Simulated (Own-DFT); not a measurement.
# One host, several defects: zincblende GaP

No measurement is shown. These are fixed-geometry runs of a retired plane-wave code named Own-DFT, which no person has reviewed; spin and spin-orbit coupling are neglected.

All runs used: PBE; PseudoDojo norm-conserving scalar-relativistic files; cutoff 42 hartree; 3 x 3 x 3 k mesh centred on Gamma; Fermi-Dirac smearing of 0.1 eV.

Known weak points (not all hold for every row): not probed for a lower state with spin; forces on such cells failed a check on a denser k mesh; forces on such cells passed a denser k mesh, each cell not checked; stress not checked against mesh or cutoff.

All runs share one cell, with vectors in Å (10.901, 0.000, 0.000); (0.000, 10.901, 0.000); (0.000, 0.000, 10.901) and a volume of 1295.4 Å³. Atoms were moved at random from their sites; u is the rms move along one axis. The defect's site can differ from row to row.

| cell | formula | u (Å) | P (GPa) |
|---|---|---|---|
| no defect | Ga32P32 | 0.0192 | 2.70 |
| no defect | Ga32P32 | 0.0203 | 2.72 |
| no defect | Ga32P32 | 0.0493 | 3.12 |
| one Al on a Ga site | AlGa31P32 | 0.0287 | 2.80 |
| one Al on a Ga site | AlGa31P32 | 0.0289 | 2.88 |
| one Al on a Ga site | AlGa31P32 | 0.0505 | 3.20 |
| one Ga on a P site | Ga33P31 | 0.0293 | 3.32 |
| one Ga on a P site | Ga33P31 | 0.0478 | 3.63 |
| one Ga on a P site | Ga33P31 | 0.0513 | 3.78 |
| two P vacancies | Ga32P30 | 0.0285 | 2.28 |
| two P vacancies | Ga32P30 | 0.0302 | 2.27 |
| two P vacancies | Ga32P30 | 0.0499 | 2.49 |
| one Ga on a P site and one P on a Ga site | Ga32P32 | 0.0288 | 2.98 |
| one Ga on a P site and one P on a Ga site | Ga32P32 | 0.0305 | ? |
| one Ga on a P site and one P on a Ga site | Ga32P32 | 0.0473 | 3.37 |
| one Ga on a P site and one P on a Ga site | Ga32P32 | 0.0489 | 3.52 |

## Working it out

P = P0 + c u² + a shift for each defect gives P0 = 2.62 GPa, c = 216 ± 22 GPa/Å² and a scatter of 0.07 GPa. The shifts, and each times the cell's volume:

- one Ga on a P site: 0.55 ± 0.06 GPa, 4.4 eV
- one Ga on a P site and one P on a Ga site: 0.28 ± 0.06 GPa, 2.3 eV
- one Al on a Ga site: 0.04 ± 0.06 GPa, 0.4 eV (not resolved)
- two P vacancies: -0.57 ± 0.06 GPa, -4.6 eV (-2.3 eV for each of its 2 sites)

Against the defect-free cell, a freed cell would be larger where the shift is positive and smaller where it is negative (160.2 GPa Å³ is 1 eV). The atoms around the defects weren't relaxed, which would change these numbers.

## Prediction

Q: what pressure belongs in the blank (one Ga on a P site and one P on a Ga site, u = 0.0305 Å)?

The fit gives 3.10 ± 0.08 GPa. Computed: 2.99 GPa.
